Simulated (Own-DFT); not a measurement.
# Point defects and the pressure they add: wurtzite GaN

The numbers are computed, not measured, by runs of the plane-wave DFT program Own-DFT (in-house, retired, unreviewed) at fixed positions, with no spin and no spin-orbit coupling.

All runs used: PBE; PseudoDojo norm-conserving scalar-relativistic files; cutoff 42 hartree; 4 x 4 x 3 k mesh centred on Gamma; Fermi-Dirac smearing of 0.1 eV.

Limits (not all hold for every row): not probed for a lower state with spin; forces not confirmed at this smearing and k mesh; stress not checked against mesh or cutoff.

All runs share one cell, with vectors in Å (9.567, 0.000, 0.000); (-4.784, 8.285, 0.000); (0.000, 0.000, 10.370) and a volume of 822.0 Å³. The atoms are randomly displaced, by u rms on each axis. The defect's site can differ from row to row.

```
cell,formula,u (Å),P (GPa)
no defect,Ga36N36,0.0210,6.02
no defect,Ga36N36,0.0211,5.91
no defect,Ga36N36,0.0520,7.69
one N on a Ga site,Ga35N37,0.0301,5.55
one N on a Ga site,Ga35N37,0.0505,6.73
one N on a Ga site,Ga35N37,0.0522,6.65
one Ga on an N site,Ga37N35,0.0311,12.39
one Ga on an N site,Ga37N35,0.0311,11.97
one Ga on an N site,Ga37N35,0.0487,?
one Ga on an N site,Ga37N35,0.0523,13.40
```

## Worked fit

P = P0 + c u² + a shift for each defect gives P0 = 5.69 GPa, c = 711 ± 59 GPa/Å² and a scatter of 0.16 GPa. The shifts, and each times the cell's volume:

- one Ga on an N site: 5.79 ± 0.13 GPa, 29.7 eV
- one N on a Ga site: -0.84 ± 0.14 GPa, -4.3 eV

Positive is outwards. The product with the volume (160.2 GPa Å³ to the eV) is nearly free of the cell's size; divided by the bulk modulus at the cell's pressure it gives the volume that the defect adds. The atoms around the defects weren't relaxed, which would change these numbers.

## Test on the hidden row

The question: what pressure belongs in the blank (one Ga on an N site, u = 0.0487 Å)?

From the fit: 13.16 ± 0.19 GPa. The hidden result is 13.31 GPa.
